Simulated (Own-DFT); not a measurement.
# Computed records: GaN (wurtzite, strained, atoms displaced)

A calculation, not a measurement: plane-wave PBE density functional theory by an unreviewed code, no spin, of a simulated periodic cell, stress positive in tension, free energy of the whole cell less one offset for each atom, forces on such cells passed a denser k mesh, this cell's mesh not checked; offsets are fitted by least squares, one for each functional and potential file, so energies compare only between cells with the same atoms and settings and are not formation energies; the far tail of each file's local potential was reset to the Coulomb form; each entry is a single point on an unrelaxed cell, so the pressure reflects the starting lattice, mostly measured values (interpolated for alloys), from which strain is counted, and rises with the displacements; printed positions are rounded, which can move forces by about a meV/angstrom; the program, named Own-DFT, is a retired in-house code; no spin-orbit coupling. Program: Own-DFT development build.

Common to all runs: functional PBE; potential files PseudoDojo norm-conserving, scalar-relativistic, standard set with the stringent files for Ga; wave cutoff 96 hartree; occupations Gaussian; smearing width 0.01 eV; k mesh 3 x 4 x 3 centred on Gamma.

(1) GaN (wurtzite, strained, atoms displaced)

```
GaN
1.0
     12.7560     0.0000     0.0000
     -4.7835     8.2853     0.0000
      0.0000     0.0000    10.2144
Ga N Ga N Ga N Ga N Ga N Ga N Ga N Ga N Ga N Ga N Ga N Ga N Ga N Ga N Ga N Ga N Ga N Ga N Ga N Ga N Ga N Ga N Ga N Ga N
2 2 2 2 2 2 2 2 2 2 2 2 2 2 2 2 2 2 2 2 2 2 2 2 2 2 2 2 2 2 2 2 2 2 2 2 2 2 2 2 2 2 2 2 2 2 2 2
Direct
  0.07652 0.21819 0.99633
  0.16558 0.10469 0.24997
  0.08379 0.22011 0.18559
  0.16885 0.11285 0.43071
  0.07421 0.22410 0.50089
  0.16413 0.10910 0.74532
  0.08185 0.21879 0.69169
  0.16035 0.10393 0.93754
  0.08307 0.55409 0.99480
  0.15776 0.43342 0.24638
  0.08436 0.55670 0.18258
  0.16986 0.44552 0.43867
  0.08905 0.55386 0.51068
  0.16568 0.43850 0.74860
  0.07959 0.55345 0.68609
  0.16852 0.44204 0.94192
  0.08216 0.88433 0.00629
  0.16606 0.76954 0.24921
  0.08311 0.88662 0.19040
  0.16915 0.78035 0.44315
  0.08348 0.88962 0.49138
  0.16686 0.78467 0.75207
  0.07926 0.88896 0.68763
  0.16688 0.77473 0.93891
  0.33341 0.22482 0.99509
  0.41309 0.10981 0.25490
  0.33262 0.22154 0.19480
  0.41366 0.11680 0.44281
  0.33127 0.22926 0.50578
  0.41556 0.11011 0.74349
  0.33045 0.21580 0.69315
  0.41383 0.10970 0.93822
  0.34133 0.55848 0.99836
  0.42150 0.45157 0.25041
  0.32863 0.55530 0.18529
  0.41861 0.43910 0.44411
  0.33284 0.55504 0.49969
  0.42639 0.44246 0.75266
  0.34081 0.55391 0.69500
  0.41746 0.44577 0.94407
  0.33667 0.89679 0.00257
  0.41408 0.77741 0.24426
  0.33856 0.89426 0.20150
  0.41547 0.78120 0.43905
  0.33301 0.88131 0.50051
  0.41325 0.78566 0.74499
  0.32890 0.88529 0.68954
  0.41858 0.77407 0.92797
  0.58052 0.22589 0.99832
  0.66743 0.11589 0.24463
  0.58128 0.20898 0.18716
  0.66620 0.10706 0.43672
  0.57614 0.21894 0.49958
  0.66836 0.11382 0.74848
  0.58297 0.21648 0.69535
  0.66590 0.10810 0.94372
  0.58327 0.55393 0.00061
  0.66899 0.44933 0.25369
  0.58294 0.55359 0.18307
  0.66147 0.43884 0.43282
  0.57737 0.55311 0.49980
  0.66546 0.44888 0.74543
  0.58109 0.54703 0.68367
  0.66827 0.44325 0.93842
  0.58485 0.89625 0.00212
  0.66709 0.78520 0.25387
  0.58440 0.89571 0.19034
  0.66143 0.77458 0.44120
  0.58125 0.88354 0.49953
  0.67159 0.77709 0.74576
  0.58125 0.90052 0.69107
  0.66857 0.78183 0.94218
  0.83782 0.22016 0.00175
  0.91136 0.10091 0.25714
  0.83177 0.22066 0.18752
  0.91392 0.10575 0.42860
  0.83453 0.21614 0.49614
  0.91735 0.12176 0.74882
  0.83898 0.22865 0.68416
  0.91876 0.11033 0.93338
  0.83745 0.55724 0.00780
  0.92254 0.44686 0.25269
  0.83277 0.55345 0.18671
  0.91861 0.44597 0.43986
  0.82692 0.56123 0.49100
  0.91773 0.43642 0.74596
  0.83958 0.55882 0.68820
  0.91501 0.43666 0.93247
  0.83298 0.89475 0.99454
  0.91658 0.77359 0.26139
  0.83639 0.89442 0.19111
  0.91645 0.77694 0.44124
  0.83366 0.88124 0.50055
  0.91202 0.77244 0.74290
  0.83180 0.89052 0.68408
  0.91527 0.77685 0.93906
```

The calculation gives: free energy of cell above offsets -5.247 eV; pressure 9.59 GPa; stress xx -7.11 GPa; stress yy -7.98 GPa; stress zz -13.69 GPa; stress yz 0.15 GPa; stress xz -0.11 GPa; stress xy -0.11 GPa.

Force:
| element | x (eV/Å) | y (eV/Å) | z (eV/Å) |
| --- | --- | --- | --- |
| Ga | 1.787 | 0.523 | 0.544 |
| Ga | -0.173 | 1.106 | -1.202 |
| N | -0.66 | -0.987 | 0.4 |
| N | -1.161 | 0.079 | 2.301 |
| Ga | 1.872 | -0.397 | -0.507 |
| Ga | 0.102 | -0.582 | 1.09 |
| N | -0.414 | 0.272 | -1.099 |
| N | 0.565 | 0.581 | 0.117 |
| Ga | 0.295 | -0.401 | -0.364 |
| Ga | 0.849 | 0.959 | -0.079 |
| N | -0.03 | -0.502 | 0.544 |
| N | -0.622 | -0.496 | -0.126 |
| Ga | -1.187 | 0.578 | -2.744 |
| Ga | 0.552 | 1.291 | 0.758 |
| N | 1.329 | 0.499 | 2.331 |
| N | -0.111 | 0.106 | -0.688 |
| Ga | -0.434 | 0.178 | -1.413 |
| Ga | 0.078 | 0.992 | 0.56 |
| N | 0.059 | -0.857 | 0.936 |
| N | -0.272 | -1.004 | -0.691 |
| Ga | 0.833 | 0.54 | 1.344 |
| Ga | -0.564 | -0.85 | -0.383 |
| N | 0.344 | -0.067 | -0.75 |
| N | -0.003 | 0.618 | 0.502 |
| Ga | -0.752 | -0.9 | 1.145 |
| Ga | 0.545 | 1.089 | -0.095 |
| N | 0.053 | 0.538 | -1.157 |
| N | 0.114 | -0.954 | 0.511 |
| Ga | 0.138 | -1.602 | -0.626 |
| Ga | 0.343 | -0.523 | 0.922 |
| N | -0.135 | 0.995 | -0.144 |
| N | 0.076 | 0.527 | -0.498 |
| Ga | -1.759 | 0.144 | -0.311 |
| Ga | -0.857 | -1.053 | -0.145 |
| N | 0.689 | -0.044 | 0.916 |
| N | -1.516 | 1.232 | -1.139 |
| Ga | 0.749 | 0.196 | 0.575 |
| Ga | -2.257 | -0.396 | 0.447 |
| N | -0.972 | -0.03 | -0.916 |
| N | 1.032 | -0.42 | -1.049 |
| Ga | 0.399 | -1.407 | 0.109 |
| Ga | 0.946 | -0.257 | 0.771 |
| N | -1.36 | -0.859 | -1.909 |
| N | 1.051 | -1.231 | -0.376 |
| Ga | -1.055 | 1.663 | -0.135 |
| Ga | 1.595 | -1.283 | 0.275 |
| N | -0.513 | 0.703 | -0.481 |
| N | -0.616 | 0.981 | 2.213 |
| Ga | 0.846 | -0.619 | 0.152 |
| Ga | 0.698 | -0.42 | 1.049 |
| N | -1.973 | 2.158 | 0.081 |
| N | -0.309 | 0.406 | 0.335 |
| Ga | 1.438 | -0.363 | 0.191 |
| Ga | 0.584 | 0.242 | 1.002 |
| N | -0.775 | 1.371 | -1.179 |
| N | 0.178 | 1.485 | -0.979 |
| Ga | 0.654 | 0.621 | -0.736 |
| Ga | -0.291 | -1.407 | -2.229 |
| N | 0.238 | 0.874 | 1.748 |
| N | -0.147 | 0.749 | 1.771 |
| Ga | 1.118 | 0.146 | -0.662 |
| Ga | 2.185 | -0.965 | 0.889 |
| N | 0.354 | 1.673 | 0.452 |
| N | -0.271 | 0.646 | -0.223 |
| Ga | -0.06 | -1.319 | -0.627 |
| Ga | 0.231 | -0.545 | -1.232 |
| N | 0.123 | -1.253 | 0.052 |
| N | 1.224 | -0.234 | 0.062 |
| Ga | -0.74 | 1.261 | 0.446 |
| Ga | -2.036 | 0.233 | 0.906 |
| N | 1.397 | -1.808 | -0.77 |
| N | -0.323 | -0.659 | -0.959 |
| Ga | -1.12 | 0.003 | -0.301 |
| Ga | 0.292 | 1.847 | -3.816 |
| N | 1.017 | 0.478 | 0.589 |
| N | 0.236 | -0.273 | 4.078 |
| Ga | -1.416 | 0.729 | -0.425 |
| Ga | 0.537 | -1.472 | -0.167 |
| N | -0.776 | -1.564 | -0.303 |
| N | -1.061 | -0.048 | 0.125 |
| Ga | -0.325 | -0.278 | -2.544 |
| Ga | -0.61 | -0.685 | -0.354 |
| N | 0.358 | 0.322 | 2.138 |
| N | -0.04 | 0.076 | 0.216 |
| Ga | 1.721 | -2.129 | 1.65 |
| Ga | -1.114 | 1.776 | 0.312 |
| N | -1.24 | -1.296 | -1.03 |
| N | -0.044 | 0.684 | 0.955 |
| Ga | 0.956 | -1.058 | 0.958 |
| Ga | -0.354 | 0.513 | -3.094 |
| N | 0.016 | -1.883 | -0.388 |
| N | -0.028 | 0.337 | 0.282 |
| Ga | -1.413 | 0.944 | -0.523 |
| Ga | 0.577 | 0.927 | 1.466 |
| N | 0.492 | 0.488 | 0.54 |
| N | 0.022 | 0 | -0.19 |

(2) GaN (wurtzite, strained, atoms displaced)

```
GaN
1.0
     12.7560     0.0000     0.0000
     -4.7835     8.2853     0.0000
      0.0000     0.0000    10.2144
Ga N Ga N Ga N Ga N Ga N Ga N Ga N Ga N Ga N Ga N Ga N Ga N Ga N Ga N Ga N Ga N Ga N Ga N Ga N Ga N Ga N Ga N Ga N Ga N
2 2 2 2 2 2 2 2 2 2 2 2 2 2 2 2 2 2 2 2 2 2 2 2 2 2 2 2 2 2 2 2 2 2 2 2 2 2 2 2 2 2 2 2 2 2 2 2
Direct
  0.08514 0.22686 0.00161
  0.16684 0.10989 0.24985
  0.08054 0.22185 0.18176
  0.16357 0.11446 0.44338
  0.08846 0.21977 0.50180
  0.17289 0.11408 0.74578
  0.08876 0.22624 0.69496
  0.16341 0.11157 0.93688
  0.08106 0.55451 0.99658
  0.16743 0.44090 0.25443
  0.08443 0.54902 0.18868
  0.16531 0.44181 0.43470
  0.08870 0.55370 0.49977
  0.17153 0.45345 0.74618
  0.08079 0.55003 0.68162
  0.17374 0.44406 0.93767
  0.07962 0.88780 0.00008
  0.16867 0.78777 0.25291
  0.08550 0.89479 0.19524
  0.16209 0.77195 0.44634
  0.07897 0.88949 0.50102
  0.16737 0.77897 0.74777
  0.07461 0.88325 0.68319
  0.16804 0.78517 0.94072
  0.32995 0.21811 0.01293
  0.41401 0.10538 0.24880
  0.33799 0.22593 0.18623
  0.41407 0.10271 0.44295
  0.33211 0.21912 0.49838
  0.40882 0.10680 0.74007
  0.32673 0.20637 0.68146
  0.41651 0.10836 0.93512
  0.32459 0.55023 0.99977
  0.40810 0.44435 0.24769
  0.33292 0.55664 0.17902
  0.41576 0.44141 0.43468
  0.33948 0.55618 0.49797
  0.41013 0.43752 0.75062
  0.33581 0.55230 0.67963
  0.41294 0.44964 0.93570
  0.34089 0.90247 0.99323
  0.41508 0.78019 0.24510
  0.33836 0.88761 0.19191
  0.40934 0.77308 0.43839
  0.33349 0.89496 0.50134
  0.41189 0.77662 0.74948
  0.33475 0.89279 0.68584
  0.41337 0.77627 0.94489
  0.58380 0.21679 0.00611
  0.67336 0.10455 0.24992
  0.58028 0.22362 0.18921
  0.66550 0.10941 0.43840
  0.58293 0.22160 0.48538
  0.66771 0.11053 0.75313
  0.58496 0.22253 0.68353
  0.66024 0.11325 0.94151
  0.58558 0.55434 0.99799
  0.66831 0.44128 0.25271
  0.58015 0.55510 0.19383
  0.67248 0.44093 0.43758
  0.58932 0.55757 0.48833
  0.67015 0.44402 0.75075
  0.58659 0.56139 0.69694
  0.66395 0.43750 0.93549
  0.58110 0.89212 0.99553
  0.66339 0.76818 0.24830
  0.57565 0.87962 0.18817
  0.67023 0.78006 0.43792
  0.58089 0.88557 0.49749
  0.66187 0.77514 0.74418
  0.57865 0.89326 0.68876
  0.67031 0.78595 0.93386
  0.83378 0.21789 0.00670
  0.92342 0.11109 0.25120
  0.83648 0.22732 0.19475
  0.91985 0.11897 0.44585
  0.83477 0.22658 0.50094
  0.91488 0.11898 0.74665
  0.83315 0.22054 0.68443
  0.91284 0.10962 0.93516
  0.82158 0.55023 0.99512
  0.91823 0.44659 0.24844
  0.82956 0.55477 0.18862
  0.92303 0.44656 0.43680
  0.83183 0.56249 0.51181
  0.91422 0.43651 0.74930
  0.83373 0.55423 0.69161
  0.91947 0.44899 0.93899
  0.83200 0.89329 0.99128
  0.91268 0.77645 0.24843
  0.83307 0.87551 0.18977
  0.91637 0.77915 0.43025
  0.83498 0.88947 0.51111
  0.92124 0.77505 0.74725
  0.83008 0.88396 0.69400
  0.92026 0.76854 0.93954
```

Results for GaN (wurtzite, strained, atoms displaced): free energy of cell above offsets -4.636 eV; pressure 9.85 GPa; stress xx -7.75 GPa; stress yy -8 GPa; stress zz -13.81 GPa; stress yz 0.18 GPa; stress xz -0.02 GPa; stress xy 0.05 GPa.

Force:
| element | x (eV/Å) | y (eV/Å) | z (eV/Å) |
| --- | --- | --- | --- |
| Ga | -0.262 | -0.613 | -1.887 |
| Ga | -0.375 | 0.859 | 0.199 |
| N | 1.252 | 0.027 | 1.624 |
| N | 2.028 | -1.059 | -1.409 |
| Ga | -2.278 | 1.408 | 0.947 |
| Ga | -2.116 | -1.214 | 1.118 |
| N | -0.609 | -0.176 | -0.655 |
| N | 0.701 | -0.177 | 0.403 |
| Ga | 0.994 | 0.727 | 0.634 |
| Ga | -0.322 | 0.571 | -1.5 |
| N | -0.437 | 1.253 | -0.21 |
| N | 1.39 | -0.174 | 1.318 |
| Ga | -0.938 | -0.275 | -1.042 |
| Ga | 0.077 | -0.971 | 0.252 |
| N | 0.077 | 0.695 | 1.896 |
| N | -3.089 | -0.43 | -1.112 |
| Ga | 0.621 | 0.494 | 0.343 |
| Ga | 0.784 | -1.686 | 0.011 |
| N | -0.244 | -0.732 | -0.905 |
| N | 0.2 | 1.552 | -0.847 |
| Ga | 0.492 | -0.574 | -1.169 |
| Ga | -0.592 | -0.38 | 0.037 |
| N | 2.022 | 1.258 | 0.84 |
| N | 0.583 | -0.584 | -0.471 |
| Ga | 0.079 | 0.401 | -4.287 |
| Ga | 0.424 | 0.498 | 0.424 |
| N | -0.701 | -0.762 | 2.887 |
| N | -0.593 | 1.913 | -1.41 |
| Ga | 0.104 | 0.273 | -0.909 |
| Ga | 2.603 | 1.066 | 1.46 |
| N | 0.099 | 2.29 | 0.302 |
| N | -0.538 | 2.21 | -0.243 |
| Ga | 2.051 | 1.583 | -0.49 |
| Ga | 1.238 | 0.504 | -0.32 |
| N | -0.484 | -0.239 | 2.29 |
| N | 0.687 | -0.151 | 0.413 |
| Ga | -1.133 | -0.213 | -0.941 |
| Ga | 1.201 | 0.274 | -0.368 |
| N | -0.532 | 0.571 | 1.487 |
| N | 1.131 | -1.043 | 0.881 |
| Ga | -0.697 | -2.437 | 1.214 |
| Ga | 0.607 | -1.4 | 0.989 |
| N | -2.258 | 0.744 | -1.117 |
| N | 0.799 | 0.625 | -0.268 |
| Ga | 0.017 | -2.365 | -0.508 |
| Ga | 0.713 | -0.121 | 0.324 |
| N | -0.424 | -1.391 | 0.637 |
| N | 0.024 | -0.019 | -1.332 |
| Ga | -1.786 | 0.889 | -0.778 |
| Ga | -1.484 | -0.143 | 0 |
| N | 0.893 | -0.663 | 0.975 |
| N | 0.595 | -0.241 | -0.253 |
| Ga | 0.335 | -0.428 | 2.011 |
| Ga | -0.979 | 0.374 | -0.794 |
| N | -0.446 | -0.05 | -0.01 |
| N | 2.335 | -0.294 | -0.244 |
| Ga | -1.147 | 0.382 | -0.006 |
| Ga | -0.601 | 0.392 | -0.894 |
| N | 0.362 | -1.375 | -0.867 |
| N | -0.945 | 0.708 | 0.405 |
| Ga | -0.567 | -0.552 | 1.532 |
| Ga | -1.277 | -0.687 | -0.869 |
| N | -0.297 | -2.129 | -1.82 |
| N | -0.837 | -0.241 | 0.65 |
| Ga | 0.469 | -0.961 | 0.47 |
| Ga | -0.001 | 1.513 | -0.143 |
| N | 1.616 | 1.146 | -0.228 |
| N | -0.282 | 0.048 | 0.296 |
| Ga | -0.383 | 0.144 | 0.053 |
| Ga | -0.278 | 1.03 | 0.607 |
| N | 0.674 | -0.634 | -0.046 |
| N | -0.758 | -0.954 | 0.564 |
| Ga | -0.66 | 0.841 | -0.706 |
| Ga | -1.268 | -0.959 | 0.669 |
| N | 0.605 | -1.217 | -0.636 |
| N | 0.51 | -1.16 | -0.61 |
| Ga | -0.237 | 0.202 | -1.257 |
| Ga | 1.839 | -1.062 | 0.117 |
| N | -0.914 | 0.108 | 0.939 |
| N | 0.519 | 0.943 | 0.412 |
| Ga | 2.106 | 0.518 | 1.071 |
| Ga | -0.123 | 0.839 | 0.389 |
| N | 0.749 | -0.194 | -0.563 |
| N | -1.291 | 0.244 | 0.763 |
| Ga | 1.674 | -0.452 | -2.576 |
| Ga | 0.247 | 0.858 | 0.16 |
| N | 0.368 | -0.114 | 0.719 |
| N | -0.85 | -1.361 | -0.136 |
| Ga | 1.299 | -1.075 | 0.941 |
| Ga | 1.615 | -0.901 | -0.331 |
| N | -2.249 | 2.389 | -1.283 |
| N | -0.429 | -0.153 | 2.324 |
| Ga | -0.003 | 0.533 | -1.863 |
| Ga | -1.744 | -0.121 | 1.449 |
| N | 0.491 | 0.683 | 0.369 |
| N | -1.839 | 0.723 | -0.497 |

(3) GaN (wurtzite, strained, atoms displaced)

```
GaN
1.0
     12.7560     0.0000     0.0000
     -4.7835     8.2853     0.0000
      0.0000     0.0000    10.2144
Ga N Ga N Ga N Ga N Ga N Ga N Ga N Ga N Ga N Ga N Ga N Ga N Ga N Ga N Ga N Ga N Ga N Ga N Ga N Ga N Ga N Ga N Ga N Ga N
2 2 2 2 2 2 2 2 2 2 2 2 2 2 2 2 2 2 2 2 2 2 2 2 2 2 2 2 2 2 2 2 2 2 2 2 2 2 2 2 2 2 2 2 2 2 2 2
Direct
  0.08420 0.22659 0.99938
  0.16939 0.11170 0.25473
  0.08382 0.23199 0.18206
  0.17021 0.11250 0.44100
  0.08265 0.22486 0.50283
  0.16825 0.11600 0.74970
  0.07858 0.22482 0.69056
  0.17113 0.11114 0.93859
  0.08236 0.55869 0.00376
  0.16891 0.43872 0.25404
  0.08812 0.55123 0.18788
  0.16283 0.45231 0.43589
  0.08906 0.56229 0.50468
  0.16768 0.43860 0.74679
  0.07774 0.54716 0.68990
  0.15908 0.44252 0.93866
  0.07992 0.89291 0.99292
  0.16900 0.77217 0.24559
  0.08359 0.88522 0.19041
  0.16188 0.77547 0.44212
  0.07991 0.88705 0.50119
  0.16599 0.77392 0.74952
  0.08925 0.88900 0.68990
  0.16416 0.76918 0.93257
  0.32840 0.22622 0.99961
  0.41192 0.11234 0.24984
  0.33359 0.21681 0.18942
  0.42612 0.12395 0.44524
  0.33113 0.22620 0.49105
  0.42124 0.10843 0.75536
  0.33632 0.22793 0.69265
  0.42428 0.11960 0.93669
  0.32855 0.55322 0.00838
  0.41872 0.45007 0.24433
  0.33727 0.55790 0.19350
  0.41333 0.44148 0.44159
  0.32979 0.54272 0.50038
  0.41441 0.44498 0.74510
  0.33789 0.55853 0.68564
  0.41663 0.44041 0.94093
  0.33678 0.89702 0.00558
  0.41616 0.77406 0.25277
  0.33401 0.88004 0.19957
  0.41079 0.77497 0.44215
  0.33431 0.88612 0.49701
  0.42100 0.78061 0.74983
  0.32695 0.88982 0.68466
  0.41978 0.77957 0.93165
  0.58308 0.22446 0.01309
  0.67416 0.11467 0.24412
  0.58759 0.22554 0.19161
  0.66592 0.11013 0.43924
  0.58045 0.22189 0.49879
  0.66369 0.11440 0.74908
  0.58230 0.23152 0.68968
  0.65543 0.10726 0.93894
  0.58075 0.55112 0.00179
  0.66641 0.44358 0.24492
  0.58587 0.55414 0.19525
  0.66634 0.44896 0.43669
  0.57444 0.55305 0.49952
  0.66596 0.44661 0.75397
  0.58233 0.54996 0.68577
  0.66857 0.45046 0.93735
  0.58295 0.89072 0.00198
  0.66361 0.78494 0.25198
  0.58094 0.89481 0.18710
  0.65941 0.76475 0.44546
  0.58682 0.88687 0.49966
  0.66205 0.77322 0.75668
  0.57830 0.88090 0.68535
  0.66525 0.77592 0.93679
  0.82610 0.21958 0.99626
  0.91520 0.10805 0.25518
  0.82903 0.21399 0.18420
  0.91992 0.11453 0.43954
  0.83426 0.21340 0.50140
  0.91592 0.11350 0.74923
  0.82688 0.21999 0.69026
  0.92099 0.11312 0.93584
  0.82470 0.53908 0.00125
  0.91776 0.44216 0.25229
  0.83618 0.55927 0.18676
  0.91105 0.45190 0.43375
  0.82714 0.55608 0.49269
  0.92457 0.45484 0.75471
  0.83203 0.55847 0.68671
  0.92328 0.45105 0.94472
  0.83740 0.88967 0.99836
  0.91435 0.76369 0.24552
  0.83240 0.88447 0.17519
  0.91791 0.78878 0.43826
  0.83372 0.89250 0.50184
  0.91809 0.77438 0.74774
  0.83364 0.89998 0.69738
  0.91910 0.78112 0.94106
```

Results for GaN (wurtzite, strained, atoms displaced): free energy of cell above offsets -4.540 eV; pressure 9.84 GPa; stress xx -8.13 GPa; stress yy -7.52 GPa; stress zz -13.87 GPa; stress yz -0.49 GPa; stress xz 0.02 GPa; stress xy -0.8 GPa.

Force:
| element | x (eV/Å) | y (eV/Å) | z (eV/Å) |
| --- | --- | --- | --- |
| Ga | -0.036 | -0.61 | -0.711 |
| Ga | -1.074 | -0.699 | -1.184 |
| N | 0.806 | -1.82 | 1.84 |
| N | -1.567 | -0.104 | 0.017 |
| Ga | 0.656 | 0.292 | -0.371 |
| Ga | 0.519 | -0.421 | -0.444 |
| N | 1.21 | -0.661 | -0.624 |
| N | -1.547 | 0.26 | -0.14 |
| Ga | 0.864 | -0.006 | -0.177 |
| Ga | -0.68 | 0.935 | -0.822 |
| N | -0.653 | -0.028 | 0.726 |
| N | 1.495 | -1.501 | 1.064 |
| Ga | -2.022 | -0.48 | -0.584 |
| Ga | -0.281 | 1.553 | 0.855 |
| N | 1.737 | 0.968 | -0.245 |
| N | 1.531 | 0.621 | -0.278 |
| Ga | 1.508 | -0.749 | 1.043 |
| Ga | -1.269 | -0.099 | 1.049 |
| N | 0.177 | 0.481 | -0.426 |
| N | 0.629 | 0.851 | -0.846 |
| Ga | 0.6 | 0.133 | -0.036 |
| Ga | 0.334 | -0.033 | -0.425 |
| N | -1.444 | 0.399 | 0.011 |
| N | 0.076 | 1.729 | 1.671 |
| Ga | 1.792 | -0.572 | -0.169 |
| Ga | 2.117 | -0.664 | 1.13 |
| N | -1.105 | 1.275 | -0.19 |
| N | -2.498 | -2.092 | -1.731 |
| Ga | 1.668 | -0.887 | 2.297 |
| Ga | -1.324 | 0.252 | -1.575 |
| N | -0.265 | -1.009 | -0.888 |
| N | -1.069 | -0.604 | 2.01 |
| Ga | 0.146 | 0.427 | -2.083 |
| Ga | 0.921 | -1.063 | 0.934 |
| N | -0.576 | -0.464 | -0.182 |
| N | -0.183 | 0.335 | -1.713 |
| Ga | -1.111 | 1.819 | -0.237 |
| Ga | 0.964 | -0.009 | 0.953 |
| N | -1.215 | -0.373 | 0.536 |
| N | -0.949 | 1.028 | -0.041 |
| Ga | -0.035 | -0.857 | -1.016 |
| Ga | 0.486 | 0.597 | 0.827 |
| N | -0.552 | 1.665 | -1.463 |
| N | 1.76 | -0.754 | -0.42 |
| Ga | -1.215 | 1.043 | 0.352 |
| Ga | -1.63 | -0.28 | -0.988 |
| N | 1.619 | -0.032 | 0.65 |
| N | -0.773 | -0.47 | 2.246 |
| Ga | -0.287 | 0.204 | -2.436 |
| Ga | -1.892 | -0.524 | 1.719 |
| N | -0.601 | -0.738 | 0.993 |
| N | 0.518 | -0.185 | -0.381 |
| Ga | 1.999 | 1.484 | 0.611 |
| Ga | -0.349 | -0.559 | -0.37 |
| N | 0.926 | -1.005 | -0.194 |
| N | 1.224 | 0.809 | 0.032 |
| Ga | -0.073 | 0.94 | 0.063 |
| Ga | 0.562 | 0.467 | 1.482 |
| N | -1.016 | 0.805 | -0.969 |
| N | -0.855 | -0.652 | -0.267 |
| Ga | 1.79 | -1.027 | 0.345 |
| Ga | 0.284 | 0.186 | -1.194 |
| N | -0.566 | 0.841 | 0.813 |
| N | -0.456 | -1.182 | 1.04 |
| Ga | 0.221 | -0.78 | -0.947 |
| Ga | 1.285 | -0.641 | -0.366 |
| N | 0.402 | -0.725 | 0.653 |
| N | 0.623 | 2.341 | -1.441 |
| Ga | -1.431 | 0.131 | -0.118 |
| Ga | 0.373 | 0.154 | -1.753 |
| N | 0.788 | 1.401 | 0.57 |
| N | -0.037 | 0.06 | 1.711 |
| Ga | 1.276 | -0.125 | -0.589 |
| Ga | 0.503 | -0.279 | -2.093 |
| N | 1.42 | 1.34 | 0.229 |
| N | 0.044 | -0.55 | 0.009 |
| Ga | -1.922 | 1.879 | 0.121 |
| Ga | -0.793 | 0.494 | 0.653 |
| N | 0.834 | 0.893 | 0.207 |
| N | -1.078 | 0.046 | 0.609 |
| Ga | 1.013 | 2.4 | -0.373 |
| Ga | 0.225 | 0.039 | -0.954 |
| N | 0.003 | -2.58 | -0.144 |
| N | 1.769 | -1.083 | 1.257 |
| Ga | 0.397 | 0.628 | 1.032 |
| Ga | -2.071 | -1.544 | -0.382 |
| N | 0.472 | -0.48 | 0.14 |
| N | -1.544 | -1.47 | -0.621 |
| Ga | -0.808 | 0.153 | -1.935 |
| Ga | -0.452 | 3.058 | 0.597 |
| N | -0.332 | 0.302 | 3.81 |
| N | -0.153 | -0.946 | -0.371 |
| Ga | -0.363 | -0.808 | 0.801 |
| Ga | -0.566 | 1.017 | 0.392 |
| N | 0.496 | -2.008 | -1.388 |
| N | -0.343 | -1.504 | -0.806 |
